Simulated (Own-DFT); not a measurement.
# Point defects and the pressure they add: 4H SiC

Calculated, not measured: single-point runs of Own-DFT, a retired in-house plane-wave DFT program that no person has reviewed, on unrelaxed cells, without spin or spin-orbit coupling.

Method: PBE; PseudoDojo norm-conserving scalar-relativistic files; cutoff 42 hartree; 4 x 4 x 3 k mesh centred on Gamma; Fermi-Dirac smearing of 0.1 eV.

Limits (not all hold for every row): not probed for a lower state with spin; forces on such cells failed a check on a denser k mesh; forces on such cells passed a denser k mesh, each cell not checked; stress not checked against mesh or cutoff.

All runs share one cell, with vectors in Å (9.248, 0.000, 0.000); (-4.624, 8.009, 0.000); (0.000, 0.000, 10.068) and a volume of 745.7 Å³. u is the rms random offset of the atoms per axis. The defect's site can differ from row to row.

```
                                     cell     formula   u (Å)  P (GPa)
                                no defect     C36Si36  0.0312     3.87
                                no defect     C36Si36  0.0590     5.87
                                no defect     C36Si36  0.0625     6.46
one Al on a Si site and one N on a C site  AlC35NSi35  0.0466     4.97
one Al on a Si site and one N on a C site  AlC35NSi35  0.0477     5.00
one Al on a Si site and one N on a C site  AlC35NSi35  0.0511     5.54
one C on a Si site and one Si on a C site     C36Si36  0.0297     7.38
one C on a Si site and one Si on a C site     C36Si36  0.0316        ?
one C on a Si site and one Si on a C site     C36Si36  0.0489     8.02
one C on a Si site and one Si on a C site     C36Si36  0.0511     9.09
                 two Al on a Si site each  Al2C36Si34  0.0302     5.61
                 two Al on a Si site each  Al2C36Si34  0.0500     6.94
                 two Al on a Si site each  Al2C36Si34  0.0516     7.37
                            one C vacancy     C35Si36  0.0296     3.61
                            one C vacancy     C35Si36  0.0467     5.02
                            one C vacancy     C35Si36  0.0507     5.07
```

## Worked fit

P = P0 + c u² + a shift for each defect gives P0 = 2.97 GPa, c = 871 ± 79 GPa/Å² and a scatter of 0.25 GPa. The shifts, and each times the cell's volume:

- one C on a Si site and one Si on a C site: 3.48 ± 0.22 GPa, 16.2 eV
- two Al on a Si site each: 1.91 ± 0.22 GPa, 8.9 eV (4.4 eV for each of its 2 sites)
- one Al on a Si site and one N on a C site: 0.15 ± 0.21 GPa, 0.7 eV (not resolved)
- one C vacancy: -0.04 ± 0.22 GPa, -0.2 eV (not resolved)

A positive shift means that the defect pushes the cell outwards. Shift times volume (160.2 GPa Å³ is 1 eV) depends little on the cell's size, so, taken for each site, it can be compared between cells at like pressure. The atoms around the defects weren't relaxed, which would change these numbers.

## The run left out

Q: what pressure belongs in the blank (one C on a Si site and one Si on a C site, u = 0.0316 Å)?

Estimate: 7.32 ± 0.30 GPa. DFT gave 7.28 GPa.
